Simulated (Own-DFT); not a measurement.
# Computed records: GaAs (zincblende with one plane slipped along a stacking-fault path, atoms displaced)

A calculation, not a measurement: plane-wave PBE density functional theory by an unreviewed code, no spin, of a simulated periodic cell, stress positive in tension, free energy of the whole cell less one offset for each atom, forces on such cells passed a denser k mesh, this cell's mesh not checked; offsets are fitted by least squares, one for each functional and potential file, so energies compare only between cells with the same atoms and settings and are not formation energies; the far tail of each file's local potential was reset to the Coulomb form; each entry is a single point on an unrelaxed cell, so the pressure reflects the starting lattice, mostly measured values (interpolated for alloys), from which strain is counted, and rises with the displacements; printed positions are rounded, which can move forces by about a meV/angstrom; the program, named Own-DFT, is a retired in-house code; no spin-orbit coupling. Program: Own-DFT development build.

Settings shared by all entries: functional PBE; potential files PseudoDojo norm-conserving, scalar-relativistic, standard set; wave cutoff 42 hartree; occupations Fermi-Dirac; smearing width 0.1 eV; k mesh 4 x 4 x 2 centred on Gamma.

(1) GaAs (zincblende with one plane slipped along a stacking-fault path, atoms displaced)

```
CELL_PARAMETERS angstrom
5.65330 -5.65330 0.00000
0.00000 5.65330 -5.65330
11.63640 11.63640 10.64700
ATOMIC_POSITIONS crystal
Ga 0.98842 0.99320 0.00045
As 0.99770 0.98200 0.12267
Ga 0.15288 0.30803 0.16918
As 0.14285 0.29534 0.29827
Ga 0.30975 0.12847 0.33253
As 0.29025 0.10052 0.46195
Ga 0.01405 0.05838 0.49526
As 0.02760 0.04644 0.62811
Ga 0.19079 0.36834 0.66884
As 0.18536 0.36173 0.79160
Ga 0.33696 0.18540 0.83992
As 0.33372 0.17159 0.96003
Ga 0.00028 0.49562 0.00333
As 0.00407 0.49377 0.12882
Ga 0.14599 0.81767 0.17118
As 0.13519 0.79081 0.29427
Ga 0.31161 0.63477 0.33300
As 0.28733 0.61246 0.45546
Ga 0.02924 0.55350 0.49921
As 0.01424 0.55077 0.61908
Ga 0.19275 0.87166 0.66764
As 0.16927 0.83746 0.78580
Ga 0.35307 0.69221 0.83838
As 0.33805 0.66404 0.95852
Ga 0.50066 0.99444 0.99827
As 0.46801 0.98000 0.12153
Ga 0.66382 0.30646 0.16729
As 0.65191 0.30049 0.29181
Ga 0.81844 0.13846 0.33177
As 0.80449 0.11892 0.45992
Ga 0.53961 0.04817 0.50315
As 0.51132 0.03502 0.62544
Ga 0.67669 0.37622 0.66537
As 0.68625 0.35661 0.79552
Ga 0.84278 0.18894 0.83158
As 0.84566 0.18255 0.95791
Ga 0.50248 0.50067 0.99668
As 0.49028 0.48766 0.12140
Ga 0.66288 0.81602 0.16577
As 0.65669 0.80774 0.29113
Ga 0.82262 0.63088 0.33258
As 0.80371 0.60132 0.45767
Ga 0.52698 0.55648 0.49950
As 0.50880 0.53627 0.62243
Ga 0.69042 0.88135 0.66420
As 0.67684 0.85407 0.79281
Ga 0.85192 0.69344 0.83243
As 0.84564 0.67750 0.95638
```

- free energy of cell above offsets: -11.820 eV
- pressure: 5.87 GPa
- stress xx: -5.87 GPa
- stress yy: -6.87 GPa
- stress zz: -4.87 GPa
- stress yz: -1.54 GPa
- stress xz: -0.38 GPa
- stress xy: 2.95 GPa

Force:
```
element  x (eV/Å)  y (eV/Å)  z (eV/Å)
     Ga     0.344    -0.231    -0.641
     As     -0.33     1.126    -0.226
     Ga     0.407    -0.119    -0.062
     As       0.1    -0.818    -1.322
     Ga     0.709     0.091     0.731
     As     1.202    -2.262    -2.431
     Ga     2.657    -0.191     3.666
     As    -0.771    -0.573    -0.183
     Ga    -0.887       0.9     -0.49
     As     0.205     0.394     0.224
     Ga    -0.691    -1.366    -0.391
     As     0.073     0.075     0.745
     Ga     0.356     0.379    -0.482
     As    -0.619    -0.122     0.257
     Ga     0.253    -0.529     0.358
     As     0.996    -0.721    -1.344
     Ga     0.232    -0.563    -0.064
     As     2.666      -3.8    -3.037
     Ga    -0.719     2.658     3.214
     As     0.912     0.032     1.385
     Ga    -1.273    -0.045    -0.126
     As     1.929     0.943    -0.082
     Ga    -1.095    -0.353    -0.169
     As     -0.06     0.858    -0.047
     Ga     0.012     0.044    -0.381
     As     1.483    -0.538     0.249
     Ga    -0.751     0.235    -0.501
     As    -0.496      0.35    -0.085
     Ga    -0.308     0.468     1.039
     As    -1.363    -1.284    -4.499
     Ga    -2.593      3.45     2.777
     As      0.86    -0.139    -0.633
     Ga     0.577     -0.28     0.395
     As    -1.338     0.662    -0.583
     Ga     0.594    -0.685     0.362
     As    -0.667    -0.092      0.67
     Ga     0.599    -0.264     0.128
     As     0.689    -0.082     0.675
     Ga     -0.76     0.394    -0.224
     As    -0.217     0.091     0.417
     Ga    -1.011     1.291     0.925
     As    -1.349    -0.158    -2.533
     Ga    -0.871     0.903     1.718
     As     0.744     0.246    -0.622
     Ga     0.141    -0.054     0.759
     As      0.06    -0.258    -0.556
     Ga    -0.462     0.016     0.378
     As    -0.168     -0.08     0.644
```

(2) GaAs (zincblende with one plane slipped along a stacking-fault path, atoms displaced)

```
CELL_PARAMETERS angstrom
5.65330 -5.65330 0.00000
0.00000 5.65330 -5.65330
11.63640 11.63640 10.64700
ATOMIC_POSITIONS crystal
Ga 0.01408 0.00260 0.00403
As 0.99595 0.99779 0.12356
Ga 0.16434 0.31905 0.16450
As 0.15416 0.30723 0.29334
Ga 0.32960 0.14422 0.33157
As 0.31505 0.12251 0.45902
Ga 0.04174 0.05568 0.50379
As 0.01357 0.04907 0.62249
Ga 0.17863 0.37858 0.66708
As 0.17392 0.35530 0.79218
Ga 0.34664 0.19056 0.83340
As 0.33629 0.17559 0.95984
Ga 0.99312 0.50909 0.99319
As 0.98282 0.47727 0.12284
Ga 0.15272 0.82365 0.16447
As 0.16576 0.81769 0.29401
Ga 0.31717 0.62207 0.33687
As 0.28941 0.59486 0.45835
Ga 0.03981 0.55346 0.50142
As 0.00682 0.53603 0.62733
Ga 0.19034 0.86512 0.65834
As 0.17752 0.85399 0.79186
Ga 0.34139 0.68213 0.83570
As 0.34301 0.68286 0.95640
Ga 0.51713 0.00822 0.00160
As 0.48872 0.97271 0.12415
Ga 0.65528 0.30663 0.16491
As 0.64643 0.30084 0.28745
Ga 0.82002 0.12495 0.33326
As 0.81535 0.11418 0.45650
Ga 0.52915 0.05805 0.50568
As 0.52663 0.04695 0.62192
Ga 0.68723 0.37098 0.66201
As 0.66836 0.36176 0.78977
Ga 0.84796 0.18546 0.83037
As 0.82132 0.15884 0.95417
Ga 0.51092 0.50729 0.99351
As 0.48591 0.48189 0.12145
Ga 0.65857 0.81272 0.17006
As 0.64697 0.80065 0.29174
Ga 0.81379 0.62776 0.33325
As 0.81319 0.61263 0.46114
Ga 0.52428 0.56063 0.49812
As 0.51686 0.54146 0.62302
Ga 0.69513 0.87826 0.66612
As 0.68471 0.86377 0.79001
Ga 0.83978 0.69132 0.83607
As 0.82523 0.66730 0.95731
```

* free energy of cell above offsets: -12.528 eV
* pressure: 5.72 GPa
* stress xx: -5.9 GPa
* stress yy: -6.35 GPa
* stress zz: -4.91 GPa
* stress yz: -2.01 GPa
* stress xz: 0.18 GPa
* stress xy: 2.39 GPa

Force:
```
element  x (eV/Å)  y (eV/Å)  z (eV/Å)
     Ga    -1.497     0.103    -0.474
     As    -0.016     0.462      0.95
     Ga     0.002     0.914     0.065
     As    -0.627    -0.758    -0.018
     Ga    -0.225     0.717      0.62
     As     0.004    -1.408    -2.981
     Ga    -1.365     1.092     1.877
     As     1.431    -0.439     0.476
     Ga     0.463    -0.481     0.248
     As     0.427    -0.363    -0.359
     Ga     -0.55     0.069     0.682
     As     0.238    -0.846    -0.078
     Ga     0.655    -0.829     1.193
     As     0.413    -0.061    -0.866
     Ga     0.231    -0.296     0.938
     As    -0.867    -0.461       0.6
     Ga    -0.458      0.52    -0.991
     As     0.987    -3.276    -3.428
     Ga    -1.586     3.862     3.471
     As     0.352    -1.135    -0.896
     Ga     0.392     1.648     0.009
     As    -0.265    -0.218    -0.465
     Ga    -0.279    -0.312    -0.786
     As     0.025     0.404     0.701
     Ga    -1.178     0.849      0.43
     As     0.238     0.381    -0.192
     Ga    -0.732     0.112    -0.158
     As     1.282    -0.474     0.018
     Ga    -0.332     0.563     -0.36
     As    -0.514     0.312    -1.389
     Ga     0.196    -1.449     0.682
     As     0.776     0.494     1.287
     Ga    -0.515     1.583     0.632
     As     0.751    -0.854    -0.192
     Ga    -0.645     0.986    -0.131
     As     1.876    -0.756    -0.962
     Ga    -0.793     1.576     1.124
     As     0.875    -0.553    -0.529
     Ga    -0.594    -0.652    -0.082
     As     0.486      -0.1     0.467
     Ga     0.529    -0.119    -0.219
     As    -0.779    -0.246    -2.396
     Ga     1.466    -0.216     2.205
     As     0.094     0.304    -0.057
     Ga    -0.728     0.127     0.636
     As    -0.571     0.142     0.428
     Ga    -0.321    -0.895    -0.444
     As     1.248    -0.026    -1.284
```

(3) GaAs (zincblende with one plane slipped along a stacking-fault path, atoms displaced)

```
CELL_PARAMETERS angstrom
5.65330 -5.65330 0.00000
0.00000 5.65330 -5.65330
11.63640 11.63640 10.64700
ATOMIC_POSITIONS crystal
Ga 0.99013 0.99745 0.99840
As 0.00144 0.99560 0.12594
Ga 0.14953 0.31340 0.16652
As 0.14414 0.28111 0.29194
Ga 0.31354 0.13212 0.32781
As 0.29756 0.11955 0.46203
Ga 0.02296 0.06341 0.50224
As 0.01450 0.04357 0.62134
Ga 0.18405 0.36867 0.66837
As 0.17313 0.36532 0.79401
Ga 0.33965 0.18538 0.83096
As 0.32516 0.17034 0.95210
Ga 0.01806 0.51095 0.99832
As 0.99000 0.48666 0.12264
Ga 0.14867 0.80825 0.16803
As 0.15259 0.80457 0.28764
Ga 0.29571 0.61557 0.32998
As 0.29981 0.61005 0.45937
Ga 0.02786 0.55703 0.50047
As 0.03455 0.54558 0.62379
Ga 0.17542 0.86876 0.67046
As 0.16146 0.85914 0.79413
Ga 0.35242 0.68392 0.83159
As 0.35001 0.68533 0.95687
Ga 0.49732 0.01097 0.99581
As 0.49919 0.98213 0.12558
Ga 0.64645 0.30387 0.17300
As 0.65758 0.30235 0.29153
Ga 0.81789 0.13973 0.33044
As 0.80364 0.11906 0.45824
Ga 0.52154 0.05975 0.50099
As 0.50543 0.04388 0.62087
Ga 0.69026 0.38313 0.67143
As 0.69659 0.37982 0.78837
Ga 0.83006 0.18391 0.83939
As 0.84860 0.18337 0.96371
Ga 0.49801 0.49942 0.99880
As 0.49868 0.49252 0.12972
Ga 0.64617 0.80964 0.16523
As 0.65498 0.81166 0.28879
Ga 0.80399 0.63106 0.33783
As 0.80799 0.60612 0.46322
Ga 0.53346 0.56347 0.50121
As 0.51829 0.53878 0.62410
Ga 0.67272 0.87917 0.66062
As 0.68271 0.86210 0.79535
Ga 0.83073 0.67462 0.83763
As 0.83518 0.68132 0.95792
```

* free energy of cell above offsets: -12.100 eV
* pressure: 5.76 GPa
* stress xx: -6.19 GPa
* stress yy: -6.38 GPa
* stress zz: -4.71 GPa
* stress yz: -0.01 GPa
* stress xz: -1.08 GPa
* stress xy: 1.76 GPa

Force:
```
element  x (eV/Å)  y (eV/Å)  z (eV/Å)
     Ga     1.112     0.119     0.139
     As    -1.015    -0.429     0.465
     Ga     0.508     0.071    -0.557
     As    -0.421     0.639    -1.459
     Ga     1.428    -0.225     1.305
     As    -0.528    -1.865    -3.376
     Ga    -0.117     0.534      2.15
     As     0.658       0.7     0.989
     Ga     0.116     -0.09     0.092
     As    -0.474    -0.677     0.667
     Ga    -0.039    -0.216    -1.046
     As     0.779     0.572     0.239
     Ga    -0.102     0.684    -0.355
     As    -0.108     0.415     0.421
     Ga      -0.1    -0.774    -0.784
     As     0.027     0.875     1.161
     Ga     0.981    -0.159    -0.198
     As    -0.067    -1.806    -3.024
     Ga     1.486     0.226     3.046
     As    -0.481     0.862     0.386
     Ga    -0.306    -0.108     -0.33
     As     0.631    -0.989     0.321
     Ga    -0.294     1.085    -0.561
     As     -0.24    -0.125     0.166
     Ga     0.809     0.277     0.196
     As    -1.292     0.833    -0.656
     Ga     -0.43    -0.976    -1.087
     As     0.148     1.322    -0.011
     Ga     0.312     0.089     1.255
     As    -1.043    -0.464    -2.605
     Ga     0.033    -0.137     1.847
     As      1.09     1.047     0.354
     Ga    -0.881    -1.661    -0.921
     As    -0.451     0.354     2.445
     Ga     0.313    -0.236    -0.473
     As    -1.175     0.376    -0.244
     Ga     0.353     0.224     0.477
     As    -1.219    -0.887     0.541
     Ga     1.364    -0.418    -0.398
     As     -0.35     0.473     0.972
     Ga     0.294    -0.457    -0.494
     As        -2    -0.041    -3.196
     Ga    -0.262     0.993     2.188
     As     0.354      0.49     0.072
     Ga     0.662      0.05     0.584
     As    -0.668    -0.686    -0.756
     Ga     0.366     0.617    -1.215
     As     0.237    -0.497     1.268
```

(4) GaAs (zincblende with one plane slipped along a stacking-fault path, atoms displaced)

```
CELL_PARAMETERS angstrom
5.65330 -5.65330 0.00000
0.00000 5.65330 -5.65330
11.63640 11.63640 10.64700
ATOMIC_POSITIONS crystal
Ga 0.98860 0.00358 0.99851
As 0.98983 0.99624 0.12355
Ga 0.15910 0.31599 0.16874
As 0.13493 0.29054 0.29824
Ga 0.31625 0.13778 0.33444
As 0.30158 0.11855 0.45885
Ga 0.01694 0.06216 0.50041
As 0.02930 0.04179 0.62087
Ga 0.19332 0.36776 0.66690
As 0.17975 0.35580 0.78767
Ga 0.34314 0.18258 0.83197
As 0.33652 0.15913 0.96202
Ga 0.00791 0.51329 0.00362
As 0.99344 0.48353 0.12046
Ga 0.16501 0.82668 0.16890
As 0.15346 0.81262 0.28926
Ga 0.29692 0.60428 0.33518
As 0.30219 0.60067 0.46032
Ga 0.03609 0.56386 0.49667
As 0.01897 0.54566 0.62035
Ga 0.16749 0.86014 0.67239
As 0.19879 0.88676 0.78814
Ga 0.35067 0.67913 0.82756
As 0.32845 0.66378 0.95775
Ga 0.50416 0.98987 0.99878
As 0.50631 0.99562 0.12516
Ga 0.66183 0.30933 0.17199
As 0.65497 0.29910 0.29576
Ga 0.82202 0.13609 0.32912
As 0.82330 0.11684 0.45409
Ga 0.52268 0.05152 0.50261
As 0.51664 0.05062 0.62510
Ga 0.68219 0.36288 0.66994
As 0.66463 0.34482 0.78751
Ga 0.84792 0.18489 0.83050
As 0.86144 0.18085 0.96482
Ga 0.51737 0.50958 0.00192
As 0.50135 0.48679 0.12263
Ga 0.66204 0.82167 0.17127
As 0.65795 0.81047 0.29359
Ga 0.82295 0.63004 0.33750
As 0.80438 0.62273 0.45801
Ga 0.53544 0.55923 0.50211
As 0.52865 0.54613 0.62362
Ga 0.68647 0.87224 0.65833
As 0.65884 0.84690 0.79311
Ga 0.84327 0.68933 0.83226
As 0.83424 0.67857 0.96391
```

* free energy of cell above offsets: -10.833 eV
* pressure: 6.23 GPa
* stress xx: -6.89 GPa
* stress yy: -6.54 GPa
* stress zz: -5.26 GPa
* stress yz: -0.83 GPa
* stress xz: -0.67 GPa
* stress xy: 1.83 GPa

Force:
```
element  x (eV/Å)  y (eV/Å)  z (eV/Å)
     Ga     2.024    -1.348     1.082
     As     0.491    -0.466     0.596
     Ga     0.186    -0.054    -0.416
     As     0.261    -2.197    -1.503
     Ga     0.254    -0.192     0.561
     As     0.032    -0.672    -2.062
     Ga     3.828    -1.998     3.428
     As     0.108     0.868     0.424
     Ga    -0.882     0.009    -0.943
     As     0.197     0.153     0.508
     Ga     1.161     1.799    -0.315
     As    -0.243     0.149    -0.976
     Ga    -0.857    -0.443    -0.352
     As     1.612     1.583     0.761
     Ga    -1.051    -0.792    -0.465
     As     0.721     0.016     1.221
     Ga     0.959     0.737    -1.794
     As     0.219     -1.74    -2.881
     Ga     -0.86     2.148     2.333
     As     0.607     0.073     1.098
     Ga    -0.514    -1.367    -1.087
     As    -0.734    -0.386     3.044
     Ga    -1.007     2.193     0.984
     As     0.328    -0.909    -0.438
     Ga     0.508    -0.052    -0.268
     As    -0.638     0.018     0.587
     Ga    -0.191     0.011    -0.948
     As    -0.342     0.536    -0.582
     Ga    -0.697     1.081     1.589
     As    -5.029     3.267    -3.266
     Ga     0.683    -0.862     1.147
     As    -0.392    -0.355     1.085
     Ga     -0.22    -0.622    -1.542
     As     2.026      0.59     0.028
     Ga      0.05     0.755     0.628
     As    -2.816     1.266     -1.95
     Ga    -1.739      0.24     0.782
     As     0.801     1.076      0.76
     Ga    -0.511    -0.568     0.119
     As    -0.567    -0.112     1.387
     Ga    -0.638     -0.08     -0.87
     As     1.162    -1.865    -2.446
     Ga    -0.473     1.336     2.743
     As     0.003    -0.004     0.805
     Ga     0.679     0.964    -0.045
     As     1.419    -1.981    -1.941
     Ga     0.191    -0.122     0.184
     As     -0.11    -1.682    -0.793
```

(5) GaAs (zincblende with one plane slipped along a stacking-fault path, atoms displaced)

```
CELL_PARAMETERS angstrom
5.65330 -5.65330 0.00000
0.00000 5.65330 -5.65330
11.63640 11.63640 10.64700
ATOMIC_POSITIONS crystal
Ga 0.00647 0.00075 0.99704
As 0.99087 0.99376 0.12267
Ga 0.16071 0.30217 0.16196
As 0.14535 0.28728 0.29153
Ga 0.33738 0.13255 0.33316
As 0.31491 0.11597 0.45687
Ga 0.01141 0.04744 0.49599
As 0.01881 0.04207 0.62061
Ga 0.18437 0.36323 0.66712
As 0.16530 0.35319 0.78309
Ga 0.34308 0.18105 0.83722
As 0.33330 0.16622 0.96094
Ga 0.99596 0.48627 0.99625
As 0.98488 0.48547 0.12350
Ga 0.15581 0.82490 0.16894
As 0.15526 0.80546 0.29408
Ga 0.29439 0.62047 0.33335
As 0.30308 0.61383 0.45497
Ga 0.02723 0.55759 0.50024
As 0.00763 0.52468 0.62515
Ga 0.19487 0.87243 0.66860
As 0.18637 0.86105 0.79171
Ga 0.34844 0.69598 0.83479
As 0.34185 0.67097 0.96194
Ga 0.49757 0.00207 0.99819
As 0.50599 0.00375 0.12403
Ga 0.67265 0.33093 0.17148
As 0.63953 0.29773 0.29185
Ga 0.80052 0.12969 0.33363
As 0.80711 0.11192 0.45921
Ga 0.53185 0.06057 0.49778
As 0.54013 0.05255 0.62370
Ga 0.70846 0.37944 0.66660
As 0.68393 0.35701 0.79337
Ga 0.83090 0.17645 0.83065
As 0.83456 0.17537 0.96107
Ga 0.50827 0.51602 0.99776
As 0.49582 0.49183 0.12719
Ga 0.64984 0.81453 0.16567
As 0.64845 0.80801 0.29420
Ga 0.82184 0.62999 0.33398
As 0.79283 0.59621 0.45331
Ga 0.52340 0.55568 0.50187
As 0.53459 0.55510 0.62365
Ga 0.67921 0.87306 0.66107
As 0.68007 0.85577 0.78668
Ga 0.84350 0.67852 0.84070
As 0.83415 0.65472 0.95417
```

- free energy of cell above offsets: -11.765 eV
- pressure: 5.98 GPa
- stress xx: -6.4 GPa
- stress yy: -6.32 GPa
- stress zz: -5.21 GPa
- stress yz: -0.73 GPa
- stress xz: -0.76 GPa
- stress xy: 2.17 GPa

Force:
```
element  x (eV/Å)  y (eV/Å)  z (eV/Å)
     Ga     -0.66     0.362     0.722
     As    -0.732     -0.84      1.05
     Ga     0.516     1.726    -0.607
     As    -0.145    -0.016    -0.226
     Ga    -1.504     1.864     1.034
     As    -1.911      1.43     -2.24
     Ga     3.352    -2.308     2.898
     As     0.452    -0.416     0.588
     Ga    -0.592    -1.078    -1.244
     As     2.193     1.174     1.327
     Ga    -0.553     0.121    -0.989
     As     0.236     0.226    -1.112
     Ga     1.217     0.943     -0.41
     As     1.218    -0.646    -0.619
     Ga    -0.047    -0.814    -0.159
     As    -0.616    -0.011    -0.261
     Ga     0.392    -1.309     -0.03
     As      0.06    -0.371    -1.953
     Ga     0.188     0.993     2.079
     As     2.001    -1.308    -2.031
     Ga    -0.685    -0.379    -0.455
     As    -0.338     0.632     0.511
     Ga    -0.279    -0.801     0.455
     As    -1.113      0.33    -0.687
     Ga     0.644     0.149     0.487
     As    -0.542     0.491     0.427
     Ga     -1.18     -0.18     0.087
     As      1.61    -0.838     -1.39
     Ga     0.776     -0.48    -0.045
     As    -2.299     0.355    -3.845
     Ga     0.959     0.705     3.004
     As    -1.274     0.996    -0.116
     Ga    -1.444     1.975     1.213
     As    -0.716     0.419    -0.313
     Ga     0.781    -0.154     0.194
     As    -1.089    -1.775     0.525
     Ga     0.525    -0.422     1.509
     As     -0.27    -0.815    -0.183
     Ga     0.637     0.583    -0.132
     As    -0.673    -0.639     0.633
     Ga    -0.821     0.281    -0.653
     As     0.301    -0.277    -1.495
     Ga     0.215     0.304     1.811
     As    -0.475    -0.203     1.434
     Ga     1.216    -0.257     0.137
     As     0.312    -0.116     0.792
     Ga    -1.547    -1.432    -2.144
     As     1.705     1.826     0.423
```
